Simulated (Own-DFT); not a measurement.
# Strain and stress in wurtzite AlN, 72 atoms (Al36N36)

Calculated results; nothing here was measured. They come from Own-DFT, an in-house plane-wave density functional program, since retired, whose code no person has reviewed. Each row is one single-point run on a periodic cell that was not relaxed, without spin or spin-orbit coupling.

Settings of every run: PBE; PseudoDojo norm-conserving scalar-relativistic files; cutoff 42 hartree; 4 x 4 x 3 k mesh centred on Gamma; Gaussian smearing of 0.01 eV.

Known limits: k mesh not checked against a denser one; stress not checked against mesh or cutoff.

Unstrained cell vectors in Å: (9.336, 0.000, 0.000); (-4.668, 8.085, 0.000); (0.000, 0.000, 9.964). The unstrained cell has measured lattice constants (interpolated for alloys), not those of this functional. That, the random moves and any unrelaxed bonds set the pressure at no strain. Each run strains this cell uniformly, with the atoms carried along. Every atom was also moved at random, by a Gaussian of width 0.05 Å on each axis. Strain is the symmetric tensor, in per cent. Stress is positive in tension, and the pressure is minus a third of its trace.

```
run  e_xx (%)  e_yy (%)  e_zz (%)  e_yz (%)  e_xz (%)  e_xy (%)  s_xx (GPa)  s_yy (GPa)  s_zz (GPa)  s_yz (GPa)  s_xz (GPa)  s_xy (GPa)  P (GPa)  E (meV/atom)
  1      1.12      1.87      1.32      1.43     -1.83      0.93        2.49        3.53        1.57        3.36       -4.52        2.61    -2.53          14.8
  2      0.18     -1.12     -1.66     -1.29      1.02      1.04       -4.68      -14.55      -15.68       -3.85        2.67        3.14    11.64          29.4
  3      0.86     -1.97     -1.78     -1.74     -0.92      1.06       -5.97      -15.96      -14.89       -5.01       -2.27        4.83    12.27          34.4
  4      1.28     -1.52      0.23     -0.39      1.23     -1.69       -2.73      -10.44       -3.32       -1.06        3.22       -6.19     5.50           0.5
  5      1.36      0.14      1.42     -0.86      0.63      0.60        0.94       -2.47        2.14       -2.05        1.60        1.59    -0.20           0.0
  6     -1.92     -1.25     -1.74     -0.26      1.13     -1.60      -18.73      -15.03      -18.92       -0.16        3.62       -5.43    17.56          58.5
  7      1.39     -1.36     -1.05     -1.71      0.85     -1.59       -0.66      -12.19      -11.73       -5.64        2.30       -4.83     8.19          27.6
  8      1.26     -1.74     -1.19      0.30      0.05     -1.79       -3.92      -13.14      -13.75        0.78        1.14       -8.78    10.27          36.0
  9      0.54      1.08     -1.71      1.09      1.47     -1.07       -2.13       -1.93      -14.99        2.91        3.59       -2.12     6.35          27.2
 10      1.64     -0.57     -1.45      0.56     -0.20      0.24        0.80       -7.89      -12.53        0.94       -0.21        1.15     6.54          13.4
 11     -1.71      0.66      1.20      0.63      0.77      1.84      -13.34       -3.95       -1.88        2.71        2.65        4.57     6.39          38.2
 12     -1.18     -0.46      0.64     -1.13      1.78     -1.47      -10.66      -12.37       -1.79       -3.67        3.48       -6.08     8.27          23.1
 13     -1.11     -0.86      1.83     -1.98     -0.64     -0.27      -11.78       -7.56        1.16       -3.61       -0.15       -1.54     6.06           4.8
 14      1.51     -0.58     -0.14     -0.50      1.36      1.50        0.00       -8.30       -4.77       -1.16        3.36        5.20     4.36           8.9
 15     -1.29     -1.83      0.81      1.59     -0.02     -1.28      -15.36      -17.08       -3.54        3.52        0.29       -5.23    12.00          52.9
 16      1.09      0.94      2.00     -1.39     -0.56     -0.50        1.07        2.11        2.89       -3.80       -1.49       -2.03    -2.03           0.4
 17      0.41     -1.84      0.39      0.71     -1.51      1.06       -7.62      -14.00       -4.16        2.25       -5.54        3.15     8.59          30.7
 18      0.90     -1.02      1.39     -0.08     -1.47      0.34           ?           ?           ?           ?           ?           ?        ?             ?
```

E is the free energy for each atom above the lowest run shown.

## Worked fit

Each stress component was fitted by least squares to a constant and the strains of the runs shown, as fractions, with shears doubled. Shear strains stay in the fit of a normal stress only where such slopes are resolved. The slopes, in GPa:

```
stress,at no strain,per e_xx,per e_yy,per e_zz,scatter
s_xx,-5.9,476 ± 22,169 ± 25,14 ± 22,1.06
s_yy,-6.5,132 ± 30,449 ± 34,103 ± 29,1.44
s_zz,-6.7,89 ± 26,3 ± 30,530 ± 26,1.26
```

Each shear stress against twice its own strain: yz 129 ± 8, xz 121 ± 12, xy 172 ± 11 GPa. These are stiffnesses along x, y and z of the frame in which the cell vectors are given, which need not be the crystal's axes. The atoms are held to the strained lattice; where symmetry lets them move under strain, relaxing them would lower some slopes. The table should be nearly symmetric about its diagonal, and what it lacks of that shows the noise. A ninth of its sum, 219 ± 5 GPa, estimates the bulk modulus near the mean pressure of these runs, 7.0 GPa, so it lies above the value at zero pressure.

## Withheld run

Question: what normal stresses and pressure should run 18 give?

The fit gives s_xx = -3.1, s_yy = -8.5, s_zz = 1.4 and P = 3.4 GPa. The calculation gave -1.21, -9.03, 0.68 and P = 3.19 GPa.
